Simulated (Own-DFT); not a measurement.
# Shaking the atoms of beta-Si3N4, 42 atoms (N24Si18)

All numbers below are calculated, not measured. The program, named Own-DFT, is a retired in-house plane-wave density functional code that no person has reviewed. Each row is one single-point run on a periodic cell that was not relaxed, without spin or spin-orbit coupling.

Settings of every run: PBE; PseudoDojo norm-conserving scalar-relativistic files; cutoff 42 hartree; 3 x 3 x 3 k mesh centred on Gamma; Fermi-Dirac smearing of 0.1 eV.

Known limits, some of them of some rows only: some atoms lie very close together; forces on such cells passed a denser k mesh, each cell not checked; stress not checked against mesh or cutoff.

Cell vectors in Å: (7.606, 0.000, 0.000); (-3.803, 6.587, 0.000); (0.000, 0.000, 8.727). In each run every atom was moved at random and independently from its ideal site; u is the rms move along one axis. E is the free energy for each atom above the fitted value at u = 0, and F the rms of the force components.

| run | u (Å) | E (meV/atom) | F (eV/Å) | largest force (eV/Å) | P (GPa) |
|---|---|---|---|---|---|
| 1 | 0.0211 | 17.4 | 0.979 | 3.37 | 5.63 |
| 2 | 0.0218 | 24.6 | 1.057 | 3.04 | 5.55 |
| 3 | 0.0479 | 103.2 | 2.043 | 8.59 | 7.89 |
| 4 | 0.0528 | 117.6 | 2.065 | 8.24 | 7.90 |
| 5 | 0.0934 | ? | ? | ? | ? |
| 6 | 0.0978 | 432.7 | 4.265 | 15.99 | 15.80 |
| 7 | 0.1003 | 467.8 | 4.691 | 20.09 | 17.08 |
| 8 | 0.1449 | 1243.5 | 9.441 | 34.57 | 40.40 |

## Worked fit

For small independent moves the energy grows as E = (3/2) K u², with K the mean stiffness felt by one atom. The runs with u up to 0.11 Å give K = 30.0 ± 1.0 eV/Å², with residuals divided by u² + 0.0006 Å², since the noise grows with the moves. The scatter is 7.4 meV/atom at u = 0.05 Å. The forces follow F = G u with G = 44.6 eV/Å²; no force at u = 0 is resolved. G exceeds K because the moves of its neighbours add to the force on an atom, and stiffness differs between atoms. At u = 0.145 Å the parabola gives 945 meV/atom and the run 1243. The pressure follows P = 5.00 + 1165 u² GPa: at fixed volume, shortened bonds push harder than stretched ones pull.

## Withheld run

Question: what energy and rms force should run 5 give?

The fit gives 392 ± 26 meV/atom and about 4.17 eV/Å. The calculation gave 428.4 meV/atom and 4.517 eV/Å.
